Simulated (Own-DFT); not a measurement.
# Computed records: Hf₃₂O₆₃ (monoclinic hafnia with one vacancy, atoms displaced)

Computed with Own-DFT development build. A calculation, not a measurement: plane-wave density functional theory by an unreviewed code, no spin, of a simulated periodic cell, stress positive in tension, run twice, with PBE and with PBEsol, both on files made for PBE, so the change isn't that of files made for PBEsol, defect cell not probed for a lower state with spin; hafnium file: forces about 75 meV/angstrom off all-electron values; oxygen file: force components 24 meV/angstrom off all-electron in one glass; forces on such cells passed a denser k mesh, this cell's mesh not checked; the far tail of each file's local potential was reset to the Coulomb form; each entry is a single point on an unrelaxed cell, so the pressure reflects the starting lattice, mostly measured values (interpolated for alloys), from which strain is counted, and rises with the displacements; printed positions are rounded, which can move forces by about a meV/angstrom; the program, named Own-DFT, is a retired in-house code; no spin-orbit coupling; stress was not checked against mesh or cutoff.

Common to all runs: functional PBE, then PBEsol; potential files PseudoDojo norm-conserving, scalar-relativistic, standard set; wave cutoff 72 hartree; occupations Fermi-Dirac; smearing width 0.1 eV; k mesh 2 x 2 x 2 centred on Gamma.

(1) 
```xyz
95
Lattice="10.2340 0.0000 0.0000 0.0000 10.3500 0.0000 -1.6955 0.0000 10.4453" Properties=species:S:1:pos:R:3:PBE_force_x:R:1:PBE_force_y:R:1:PBE_force_z:R:1:PBEsol_force_x:R:1:PBEsol_force_y:R:1:PBEsol_force_z:R:1 formula=Hf32O63 PBE_pressure=10.37 PBE_stress_xx=-10.95 PBE_stress_yy=-9.43 PBE_stress_zz=-10.73 PBE_stress_yz=0.19 PBE_stress_xz=-2.03 PBE_stress_xy=-1.11 PBEsol_pressure=3.96 PBEsol_stress_xx=-4.49 PBEsol_stress_yy=-3.1 PBEsol_stress_zz=-4.29 PBEsol_stress_yz=0.15 PBEsol_stress_xz=-1.62 PBEsol_stress_xy=-1.08 rms_change_of_force_components_from_PBE_to_PBEsol=0.069
Hf     1.0421     0.2244     1.1928      4.215     -0.631     -1.705      4.102     -0.555     -1.692
Hf     3.3977     2.7221     1.2719       2.65      1.093      8.356      2.567      1.134      8.207
Hf     3.0521     5.1014     4.1521      2.686     -3.564     -0.959      2.727     -3.626     -1.045
Hf     0.8753     2.4808     3.7163     -2.048      -3.86     -2.813     -2.019     -3.775     -2.766
O      0.0048     1.7259     1.8156      0.795      0.521      0.241      0.775      0.512      0.266
O      4.5868     4.3507     0.9000     -0.061     -0.109     -2.018     -0.048     -0.122     -2.032
O      4.1782     3.5980     3.2632      0.331      0.012       1.94      0.299      0.026      1.861
O     -0.4586     0.8329     4.4619      2.977      1.502     -0.947       2.91      1.424     -0.859
O      1.9522     3.9193     2.4210     -1.816      0.084      0.092     -1.716      0.083      0.087
O      2.9166     1.3037     0.2162     -1.788     -2.124     -3.758     -1.752      -2.07     -3.665
O      2.5575     1.1039     2.6076     -1.726       1.81      1.198     -1.748      1.752      1.154
O      1.3918     3.8010     4.9540      1.126      3.393      3.493      1.127      3.324      3.406
Hf     0.5811     0.1865     6.2028     -5.028      0.104      1.393     -4.904      0.109      1.328
Hf     2.7077     2.8884     6.7929     -0.027     -3.122     -3.048      0.005     -3.029     -2.919
Hf     2.2036     4.8302     9.2822     -0.393      5.147      2.378     -0.417      4.985      2.378
Hf    -0.1079     2.4782     8.8694     -1.037     -2.861     -0.304     -1.058      -2.86     -0.322
O     -0.9330     1.7403     6.8868      4.053     -0.631      2.038      3.911     -0.569       2.03
O      3.8699     4.3110     5.9702     -1.966     -0.927      0.439     -1.923     -0.885      0.404
O      3.2555     3.3701     8.6273      0.891      0.282      0.743      0.857      0.266       0.64
O     -1.1218     0.9576     9.5858     -0.655     -0.144      0.619     -0.611     -0.106      0.649
O      1.0574     3.8832     7.6599     -0.226       0.62      0.193     -0.152      0.615      0.188
O      1.9910     1.3299     5.3837      0.737      1.166     -0.697      0.647      1.109     -0.667
O      1.6410     1.1403     8.0179     -2.487      5.165     -3.661     -2.455      5.044     -3.569
O      0.8157     3.8900    10.4311     -3.334      0.057     -4.122     -3.156      0.054     -4.025
Hf     1.2308     5.4985     1.1080      1.461     -2.297     -1.458      1.438     -2.205      -1.48
Hf     3.4999     7.8031     1.5260       0.31      4.941     -1.923      0.317       4.86     -1.857
Hf     2.9962    10.0509     4.1460      3.528      2.225     -1.741       3.45      2.129     -1.709
Hf     0.8325     7.6080     3.5712     -1.323      1.065      1.068     -1.329      1.129      0.981
O     -0.0942     6.8343     1.6404      3.911     -1.003      1.997      3.835     -0.979       1.97
O      4.6099     9.4786     0.6980      0.878     -0.131      1.859      0.869      -0.09      1.777
O      4.2842     8.6244     3.3943      -1.44      0.541      0.751     -1.422      0.499       0.69
O     -0.3914     6.0616     4.3723       3.48      1.439      0.614      3.363      1.369      0.629
O      1.9444     9.1619     2.7101     -1.981     -2.613     -3.346     -1.895     -2.569     -3.209
O      2.8572     6.4694     0.0946      0.292     -1.363       1.22      0.212     -1.339      1.222
O      2.4950     6.3613     2.7505      -2.16      1.976     -0.857     -2.147      1.929     -0.847
O      1.4565     8.9650     4.9878     -0.249     -0.964      2.678     -0.186     -0.905      2.604
Hf     0.3920     5.2911     6.2946     -1.973      1.378     -0.284     -2.052      1.283     -0.237
Hf     2.4886     7.9341     6.7433      0.939      0.801      1.124      0.923      0.921      1.247
Hf     2.2343    10.3114     9.3328     -1.421     -6.101      3.095     -1.375     -5.988      3.062
Hf    -0.1430     7.3794     8.8030      4.627      9.326      5.053      4.521      9.094      4.922
O     -0.6945     7.0067     7.1177     -1.089     -3.539     -7.109     -1.064     -3.446      -6.88
O      3.8520     9.5666     5.9703     -4.565     -3.812      1.362     -4.453     -3.679      1.258
O      3.3021     8.5825     8.6957      0.058     -0.192     -1.749      0.072     -0.215     -1.754
O     -1.0422     6.1214     9.6262     -5.232      -7.08      3.195     -5.081     -6.917      3.198
O      0.9820     9.1731     7.6715       1.56     -1.072     -1.112      1.613     -1.049     -1.147
O      1.4843     6.5412     8.0634      3.395     -3.215     -2.743      3.261     -3.125     -2.696
O      0.6833     8.9153    10.3535     -0.747      0.437      0.522     -0.647      0.413      0.518
Hf     6.2513     0.2779     1.1389      0.999     -1.237      0.031      1.017     -1.157      0.007
Hf     8.5958     2.8741     1.5462     -1.536     -2.435      0.374     -1.507     -2.342      0.389
Hf     8.2344     5.1739     4.1782     -4.052     -4.019     -0.815     -3.982     -3.939     -0.767
Hf     6.0035     2.4135     3.6755     -0.834     -0.335      0.565     -0.799     -0.375      0.479
O      5.2854     1.8751     1.8655     -1.125     -0.183     -1.561      -1.08     -0.183     -1.474
O      9.7724     4.2948     0.7109      1.471      0.364      0.804      1.392      0.377      0.724
O      9.2034     3.3621     3.3753      1.725      1.467      1.896      1.697      1.413      1.775
O      4.7259     0.8429     4.4419      0.949      1.284     -0.551      0.935        1.2     -0.474
O      7.0260     4.0103     2.4918     -0.134     -0.955        0.3     -0.082     -0.956      0.264
O      7.8441     1.3269     0.1708      0.882     -0.481     -1.387        0.8      -0.48     -1.344
O      7.4999     1.1943     2.6614     -0.069      1.565      1.109     -0.154      1.533      1.078
O      6.6726     3.8503     5.1932     -1.104     -0.303     -0.987     -1.036     -0.285     -0.943
Hf     5.4217     0.1106     6.2661      4.438      2.144     -0.334      4.334       2.15     -0.374
Hf     7.6812     2.6987     6.7452       -1.6     -0.049     -1.886     -1.557     -0.045     -1.831
Hf     7.2621     4.7956     9.4086     -1.673      4.945     -0.544     -1.664      4.738      -0.48
Hf     5.0586     2.4460     8.7908      1.977     -2.751      3.079      1.954     -2.734      2.958
O      4.3355     1.7001     7.1121     -1.689      0.393     -1.948     -1.658      0.432     -1.836
O      8.8151     4.2592     6.0791      2.898      2.552     -0.144       2.85      2.508     -0.195
O      8.3095     3.4448     8.6362      3.228     -1.655     -0.191      3.145     -1.636     -0.223
O      3.8893     0.9198     9.5748      1.198      0.729      0.625      1.138      0.698      0.643
O      6.0498     3.9205     7.7999     -0.118      1.262     -0.612     -0.067      1.189     -0.574
O      7.1410     1.2301     5.3657     -1.333       0.84     -0.762     -1.326      0.825     -0.727
O      6.5764     1.3246     7.8528      0.186     -1.194      1.875      0.122     -1.132      1.818
O      5.8013     3.6791    10.3854     -1.323      2.139     -0.509     -1.207      2.112     -0.491
Hf     6.2421     5.2325     1.0286      2.748      2.513      1.958      2.696      2.479      1.889
Hf     8.6038     7.8662     1.4772     -4.924      3.498     -0.507      -4.83      3.442     -0.479
Hf     8.1095    10.0558     4.1396     -0.611      2.344      0.985     -0.606      2.256      0.987
Hf     5.9702     7.4912     3.6042      1.921      4.037      3.081      1.877        3.9      3.004
O      5.2795     7.0902     1.9229     -0.574     -3.433     -5.577       -0.6     -3.335     -5.381
O      9.7603     9.5106     0.7972     -1.473     -1.332     -0.111     -1.441     -1.273     -0.145
O      9.2927     8.6879     3.3706      2.808     -2.782     -0.545      2.743     -2.742     -0.566
O      4.9345     6.0460     4.3198     -3.402     -2.554      0.814     -3.323     -2.499      0.849
O      7.0357     9.2079     2.6079     -0.833     -1.594     -1.628     -0.758     -1.546     -1.571
O      7.9269     6.5053     0.0475       0.16     -0.535      0.038      0.116     -0.508       0.06
O      7.4852     6.3812     2.6490       1.18      0.637     -0.157        1.1       0.64     -0.128
O      6.6398     8.9046     5.1451     -1.098      0.968      0.319     -0.994      0.955      0.318
Hf     5.5341     5.3571     6.2413      2.781      0.963      0.364      2.715      0.993      0.321
Hf     7.7617     7.9673     6.7200     -0.326      1.481      0.464     -0.359      1.498       0.49
Hf     7.1831    10.1192     9.3577      1.317     -0.029      0.086      1.256     -0.099      0.115
Hf     4.9705     7.5618     8.8936      2.481      0.193      0.054      2.423      0.138      0.045
O      4.3764     6.8254     6.8171     -2.594      2.018      1.604     -2.514      1.959      1.611
O      8.8732     9.5499     6.0314      1.029     -1.115      0.655       0.98     -1.091       0.57
O      8.5286     8.5711     8.6978     -2.309      1.995      0.026     -2.265      1.914     -0.044
O      3.9982     6.0173     9.6885     -2.151     -1.374     -1.601     -2.084     -1.351     -1.511
O      6.2789     9.0892     7.7431     -1.524      0.616      0.368     -1.411      0.598      0.365
O      7.0354     6.5789     5.2375      1.965     -1.553      0.842      1.862     -1.533      0.795
O      6.6712     6.5619     7.8642     -0.332     -2.176      0.541     -0.384     -2.085      0.493
O      7.3914     9.0371     0.0111      0.268     -0.607     -1.808      0.341     -0.578     -1.785
```

Units: PBE_pressure, PBE_stress_xx, PBE_stress_yy, PBE_stress_zz, PBE_stress_yz, PBE_stress_xz, PBE_stress_xy, PBEsol_pressure, PBEsol_stress_xx, PBEsol_stress_yy, PBEsol_stress_zz, PBEsol_stress_yz, PBEsol_stress_xz, PBEsol_stress_xy in GPa; rms_change_of_force_components_from_PBE_to_PBEsol, PBE_force_x, PBE_force_y, PBE_force_z, PBEsol_force_x, PBEsol_force_y, PBEsol_force_z in eV/Å.

(2) 
```xyz
95
Lattice="10.2340 0.0000 0.0000 0.0000 10.3500 0.0000 -1.6955 0.0000 10.4453" Properties=species:S:1:pos:R:3:PBE_force_x:R:1:PBE_force_y:R:1:PBE_force_z:R:1:PBEsol_force_x:R:1:PBEsol_force_y:R:1:PBEsol_force_z:R:1 formula=Hf32O63 PBE_pressure=7.77 PBE_stress_xx=-6.6 PBE_stress_yy=-7.82 PBE_stress_zz=-8.9 PBE_stress_yz=-0.58 PBE_stress_xz=-0.39 PBE_stress_xy=0.52 PBEsol_pressure=1.38 PBEsol_stress_xx=-0.21 PBEsol_stress_yy=-1.48 PBEsol_stress_zz=-2.43 PBEsol_stress_yz=-0.52 PBEsol_stress_xz=-0.05 PBEsol_stress_xy=0.52 rms_change_of_force_components_from_PBE_to_PBEsol=0.061
Hf     1.2021     0.2992     1.1424      1.073     -3.115     -3.341      1.071     -2.992     -3.281
Hf     3.2608     2.8226     1.6885      5.844     -2.441      -3.18      5.689     -2.354     -3.111
Hf     2.9588     4.9365     4.1159      0.758      2.258      1.227      0.742      2.121        1.2
Hf     0.7964     2.4287     3.7166     -1.955     -0.493      0.759      -1.96     -0.537      0.723
O      0.1348     1.7199     1.8223      -1.45      1.846      0.672     -1.402      1.813        0.7
O      4.7271     4.3428     0.8294     -3.434     -1.772     -0.229     -3.329     -1.662     -0.268
O      4.1582     3.5557     3.6232      0.342     -2.221      -2.25      0.305     -2.136     -2.227
O     -0.3152     0.9539     4.4220     -0.185      -0.34     -0.364     -0.145     -0.346     -0.296
O      1.9169     4.0396     2.4890      -1.18     -2.397      2.202      -1.08     -2.343      2.142
O      2.8150     1.3173     0.0232      0.283      0.641      2.013      0.168      0.642      1.965
O      2.3424     1.0471     2.6709      0.488      4.206      0.565      0.417      4.104      0.536
O      1.4809     3.7579     5.1982     -1.618       0.54     -2.395     -1.511      0.534      -2.31
Hf     0.3324     0.1907     6.2403       0.28      0.686      2.079      0.289      0.722      1.956
Hf     2.4760     2.7942     6.7301      3.859     -1.195      0.996       3.75       -1.1      0.942
Hf     2.2029     5.0586     9.3841      1.647     -0.867      1.147      1.656     -0.862      1.124
Hf     0.0622     2.4123     8.8853      -1.27     -2.428      0.508     -1.227     -2.445      0.522
O     -0.8262     1.8188     6.9752      1.623     -1.193      0.556      1.574     -1.142      0.584
O      3.6206     4.2604     5.9376      2.042      1.576      1.378      1.979      1.539      1.289
O      3.3738     3.5000     8.5561     -1.993       1.14      0.545     -1.929       1.09      0.492
O     -1.0990     0.8807     9.7113     -1.496      0.449     -1.168     -1.446      0.419     -1.076
O      1.0783     4.0072     7.5672      0.242     -3.808       5.14      0.291     -3.739      4.991
O      1.9769     1.3080     5.5150      0.069     -0.643     -2.831      0.006     -0.625     -2.752
O      1.5753     1.1596     8.0018     -0.849      1.154     -0.876     -0.888      1.154     -0.848
O      0.6037     3.7112    10.4101      0.463      2.055     -0.209      0.492      1.987     -0.182
Hf     1.2173     5.3263     1.1465     -1.146      4.025     -2.484      -1.13      3.997     -2.434
Hf     3.4141     8.0612     1.5998      0.507     -0.621     -1.433      0.458     -0.585     -1.402
Hf     2.9598    10.1949     4.1031      2.989     -1.199      1.797      2.901     -1.223      1.764
Hf     0.8882     7.5526     3.7440     -1.229     -0.719     -0.922     -1.196     -0.729     -0.931
O      0.1383     6.9140     1.8064      0.066     -0.036       1.27      0.079     -0.032      1.288
O      4.6531     9.5240     0.7235      0.206     -0.921      0.916        0.2     -0.871      0.822
O      4.1933     8.6796     3.3173     -0.027      0.383      1.502     -0.033      0.355       1.42
O     -0.3813     5.9768     4.4540      2.245      1.368     -0.634      2.175      1.307     -0.564
O      1.7665     9.1072     2.4901      0.697     -0.968      0.896      0.751     -0.948      0.881
O      2.9059     6.6886     0.2312     -0.275     -3.132       -2.5     -0.323     -3.046     -2.436
O      2.4936     6.3526     2.6648     -0.785      1.285      0.976      -0.83      1.249      0.953
O      1.5109     9.1499     5.1170     -0.695     -1.371      0.022      -0.63     -1.311      0.006
Hf     0.4530     5.3001     6.4186     -3.736      4.765     -3.963      -3.64      4.717       -3.9
Hf     2.6986     7.9877     6.7954     -0.663     -0.179     -1.416     -0.614     -0.109      -1.34
Hf     2.3457    10.0376     9.3312      -3.09      3.174       0.92     -3.002      3.074      0.924
Hf     0.0308     7.6179     8.9527     -2.167     -1.264      0.323     -2.042     -1.279      0.297
O     -0.7754     6.8669     7.0005      0.647      0.229      0.783      0.627      0.237      0.803
O      3.8494     9.3834     5.9993     -0.441      -0.03     -0.067     -0.444     -0.009     -0.074
O      3.4530     8.6839     8.5938     -0.153     -0.907     -0.594     -0.159     -0.902     -0.621
O     -1.2128     6.0837     9.7462      1.181     -0.087     -0.519       1.16      -0.12     -0.446
O      1.0737     8.9898     7.7821      0.323      0.607     -0.804      0.381      0.557     -0.757
O      1.8515     6.5453     5.2869      1.413       0.01      1.078      1.306      0.001      1.036
O      1.4604     6.3611     7.9630      1.092      0.904      0.826          1      0.872      0.817
O      0.5740     8.9821    10.3962      0.259      1.029     -0.323      0.319      0.974     -0.315
Hf     6.4383     0.1489     0.9844     -1.571      2.303      1.744     -1.509      2.273      1.674
Hf     8.5822     2.7563     1.5333     -1.673      0.675      0.957     -1.633      0.713      0.975
Hf     8.2446     4.9620     4.3000     -2.309      0.369     -2.294     -2.242      0.347     -2.192
Hf     5.9726     2.4808     3.7465     -0.746     -2.527     -1.365     -0.678     -2.523     -1.355
O      5.1736     1.7451     1.9080     -1.396      0.514     -1.005     -1.347      0.531     -0.903
O      9.7238     4.2800     0.8597      0.657     -0.415      0.214      0.633     -0.402      0.154
O      9.3111     3.4842     3.3472      2.288     -1.275      0.848      2.241     -1.287      0.783
O      4.8477     0.7405     4.3612     -1.502      0.676     -0.222     -1.464      0.637     -0.133
O      7.0473     3.9102     2.6563      -0.32     -0.172      -1.32     -0.263     -0.198     -1.277
O      7.8825     1.4005     0.1594      0.774       -0.3     -0.878      0.684     -0.305     -0.833
O      7.4229     1.2316     2.7285      1.553     -0.461     -0.374      1.463     -0.443     -0.362
O      6.5726     3.7484     5.2012     -0.619      2.438      0.771     -0.552      2.367      0.769
Hf     5.5016     0.2058     6.2511      0.385       0.74      0.376      0.285      0.705      0.236
Hf     7.6484     2.7728     6.7566     -0.194      -0.28      0.132     -0.125     -0.121      0.018
Hf     7.3317     4.7876     9.4321     -1.416      5.561     -0.583     -1.378      5.415     -0.509
Hf     5.0123     2.4550     8.8879      0.812     -1.389      0.465      0.688     -1.306      0.457
O      4.4242     1.7553     6.9393     -0.834      0.134      0.172     -0.797      0.125      0.223
O      8.8604     4.2822     6.0753      1.212      -0.22      0.924      1.157     -0.205      0.852
O      8.4866     3.5393     8.6593      2.053     -2.236     -0.766      1.982      -2.19     -0.776
O      3.9994     0.8638     9.5086     -0.854     -1.136      0.738     -0.832     -1.137      0.762
O      6.0275     3.7619     7.7511      1.389      2.209     -0.922      1.401      2.103     -0.895
O      7.0880     1.4714     5.2393       0.53     -1.857      1.219      0.442      -1.78      1.195
O      5.7076     3.9424    10.3506      0.184     -1.552      0.259      0.251     -1.505       0.24
Hf     6.3346     5.3191     1.1090       2.94       1.69      0.847      2.848      1.684       0.82
Hf     8.6058     8.0505     1.6181      -0.49     -4.199     -1.706     -0.482     -4.083     -1.662
Hf     8.1727    10.0609     4.0824     -1.374      2.803      0.419     -1.362      2.672      0.432
Hf     5.9116     7.5969     3.6889      1.013     -1.534     -1.065      0.977     -1.552     -1.113
O      5.2467     6.7639     1.8881     -1.956      2.427     -0.568      -1.88       2.38     -0.491
O      9.7220     9.4194     0.8016      0.954      1.726     -0.355      0.907      1.704     -0.388
O      9.3981     8.6757     3.5044        0.4     -0.917     -0.595      0.371     -0.893     -0.628
O      4.8765     6.0287     4.3408     -1.413     -0.637      1.644      -1.36     -0.627      1.659
O      6.9963     9.0705     2.4740      0.497      0.227     -0.338      0.563      0.223     -0.319
O      8.1180     6.6110     0.0498     -1.376      0.303      1.021     -1.393      0.308      0.996
O      7.5163     6.3698     2.6243      0.545      0.921      1.609      0.453      0.914      1.561
O      6.5875     9.1233     4.9606      0.237     -1.187      1.081      0.284     -1.127      1.025
Hf     5.4342     5.3384     6.2351      1.012      0.307      0.955      0.986      0.336      0.871
Hf     7.7864     8.0021     6.7625     -1.856     -2.455     -1.612     -1.793     -2.378     -1.522
Hf     7.3567    10.1262     9.3647     -0.804      1.038     -1.053     -0.736      0.825      -0.92
Hf     5.0397     7.5915     8.9906      4.746     -1.925     -0.838      4.648     -1.942     -0.858
O      4.3413     6.8718     7.1230     -0.308     -0.642     -1.299     -0.309     -0.585      -1.21
O      8.9043     9.5129     5.9884       0.16      0.291     -0.799      0.162      0.303     -0.831
O      8.3944     8.8161     8.3676        3.8     -0.312      3.742      3.647     -0.313      3.627
O      4.0196     6.0132     9.5406     -1.825     -0.829      0.982     -1.798     -0.811      0.998
O      6.2031     9.1588     7.6885     -1.112      0.477      -0.18     -1.018      0.466     -0.169
O      7.2587     6.3915     5.3977     -2.151      1.239     -0.199     -2.123       1.17      -0.19
O      6.7493     6.5265     7.9850     -1.061     -1.273      -0.41     -1.087     -1.205     -0.403
O      5.7124     9.0668    10.2546      0.223      0.678      1.032      0.261      0.697      1.004
```

Units: PBE_pressure, PBE_stress_xx, PBE_stress_yy, PBE_stress_zz, PBE_stress_yz, PBE_stress_xz, PBE_stress_xy, PBEsol_pressure, PBEsol_stress_xx, PBEsol_stress_yy, PBEsol_stress_zz, PBEsol_stress_yz, PBEsol_stress_xz, PBEsol_stress_xy in GPa; rms_change_of_force_components_from_PBE_to_PBEsol, PBE_force_x, PBE_force_y, PBE_force_z, PBEsol_force_x, PBEsol_force_y, PBEsol_force_z in eV/Å.
